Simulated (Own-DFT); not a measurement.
# Response to strain: wurtzite GaN, 96 atoms (Ga48N48)

Everything here is calculated. The program is Own-DFT (plane waves, in-house, since retired, never reviewed by a person); positions were held fixed, and spin and spin-orbit coupling were off.

Settings: PBE; PseudoDojo norm-conserving scalar-relativistic files (stringent for Ga); cutoff 96 hartree; 3 x 4 x 3 k mesh centred on Gamma; Gaussian smearing of 0.01 eV.

Limits: forces on such cells passed a denser k mesh, each cell not checked; stress not checked against mesh or cutoff.

Unstrained cell vectors in Å: (12.756, 0.000, 0.000); (-4.784, 8.285, 0.000); (0.000, 0.000, 10.370). The unstrained cell has measured lattice constants (interpolated for alloys), not those of this functional. That, the random moves and any unrelaxed bonds set the pressure at no strain. A uniform strain is put on this cell, atoms riding along. Each coordinate of each atom was shifted by a normal deviate of width 0.05 Å. Strains are tensor components in per cent; tension counts as positive stress, and P is minus the mean normal stress.

| run | e_xx (%) | e_yy (%) | e_zz (%) | e_yz (%) | e_xz (%) | e_xy (%) | s_xx (GPa) | s_yy (GPa) | s_zz (GPa) | s_yz (GPa) | s_xz (GPa) | s_xy (GPa) | P (GPa) | E (meV/atom) |
|---|---|---|---|---|---|---|---|---|---|---|---|---|---|---|
| 1 | -0.39 | -1.46 | -1.77 | -1.00 | -1.76 | 1.43 | -11.68 | -15.04 | -18.02 | -1.92 | -3.23 | 4.31 | 14.91 | 43.9 |
| 2 | -0.10 | -0.75 | 0.47 | 0.73 | 1.62 | 1.54 | -7.07 | -11.21 | -6.64 | 2.26 | 2.76 | 5.61 | 8.31 | 19.9 |
| 3 | 0.84 | 1.48 | -0.55 | -1.41 | -0.22 | -0.43 | -3.69 | -0.49 | -7.21 | -2.59 | -0.86 | -2.41 | 3.80 | 0.0 |
| 4 | 1.35 | 1.92 | -1.78 | 0.44 | -1.79 | -1.93 | -0.45 | -0.56 | -14.28 | 0.50 | -4.41 | -4.90 | 5.10 | 24.7 |
| 5 | -0.89 | -0.60 | -0.39 | 0.66 | -0.06 | -1.77 | -13.98 | -9.79 | -9.77 | 1.84 | 0.52 | -6.33 | 11.18 | 19.0 |
| 6 | 1.50 | 1.04 | -1.33 | 0.39 | 0.68 | -0.47 | -1.85 | -0.80 | -12.73 | 1.17 | 1.59 | -1.92 | 5.13 | 18.8 |
| 7 | -1.65 | -0.68 | 1.57 | 1.99 | -0.55 | 1.49 | -13.69 | -11.19 | -2.12 | 4.72 | -0.83 | 4.66 | 9.00 | 22.3 |
| 8 | -1.09 | 0.57 | 0.81 | -0.28 | 0.19 | -1.39 | -9.96 | -5.49 | -3.99 | -0.73 | 0.61 | -4.94 | 6.48 | 1.9 |
| 9 | 1.46 | 1.05 | -1.19 | -0.83 | 0.75 | -1.19 | -2.53 | -1.19 | -11.41 | -2.01 | 1.81 | -3.97 | 5.04 | 11.1 |
| 10 | 0.42 | -1.58 | 1.76 | -0.36 | -0.19 | 0.66 | -5.37 | -12.06 | -1.10 | -1.07 | -0.33 | 2.68 | 6.18 | 11.6 |
| 11 | -0.25 | 0.59 | 1.16 | -1.31 | -0.26 | -0.29 | -7.62 | -2.43 | -4.28 | -2.95 | 0.03 | -1.35 | 4.78 | 12.7 |
| 12 | -0.22 | -1.44 | -1.59 | -0.10 | -1.32 | 1.94 | -11.32 | -14.89 | -16.88 | 0.15 | -3.40 | 5.69 | 14.36 | 41.8 |
| 13 | 1.47 | 1.16 | 0.21 | -1.36 | 0.98 | -1.35 | 0.01 | -2.47 | -4.33 | -3.17 | 1.43 | -3.86 | 2.26 | 10.9 |
| 14 | -1.92 | -1.31 | 0.06 | -1.34 | 1.88 | 1.09 | -17.75 | -14.49 | -9.97 | -2.98 | 3.05 | 2.96 | 14.07 | 40.9 |
| 15 | -0.88 | -0.51 | -1.65 | 0.96 | 1.01 | 0.08 | -14.19 | -11.73 | -15.02 | 2.78 | 2.81 | 0.05 | 13.65 | 28.2 |
| 16 | 0.72 | -1.84 | 1.41 | 0.30 | -0.46 | -1.40 | -5.98 | -14.15 | -1.50 | 0.78 | -1.52 | -5.06 | 7.21 | 17.6 |
| 17 | 1.28 | -0.56 | -1.45 | -1.91 | 0.81 | 0.83 | ? | ? | ? | ? | ? | ? | ? | ? |

The last column gives the free energy per atom over the lowest of the runs shown.

## Analysis

Least squares on the runs shown: each stress against a constant and the strains, taken as fractions with shears doubled. Shear strains stay in the fit of a normal stress only where such slopes are resolved. The slopes, in GPa:

```
stress,at no strain,per e_xx,per e_yy,per e_zz,scatter
s_xx,-7.7,426 ± 26,103 ± 24,96 ± 20,0.96
s_yy,-7.3,85 ± 30,431 ± 28,66 ± 24,1.11
s_zz,-7.8,61 ± 28,80 ± 25,455 ± 21,1.00
```

The slope of each shear stress on twice its own strain, from a fit on all six strains: yz 116 ± 4, xz 101 ± 8, xy 166 ± 9 GPa. These are stiffnesses along x, y and z of the frame in which the cell vectors are given, with the crystal's c axis along z: C11, C12, C13 and C33. Hexagonal symmetry asks that xx and yy behave alike, which is a second check on the noise. These are clamped-ion slopes: internal relaxation, where symmetry allows it, would soften some. The table should be nearly symmetric about its diagonal, and what it lacks of that shows the noise. A ninth of the table's sum, 200 ± 3 GPa, estimates the bulk modulus near the mean pressure of these runs, 8.2 GPa, so it lies above the value at zero pressure.

## Test on the hidden row

Question: what normal stresses and pressure should run 17 give?

The fit gives s_xx = -4.2, s_yy = -9.6, s_zz = -14.1 and P = 9.3 GPa. The hidden result is -2.78, -8.46, -14.19 and P = 8.48 GPa.
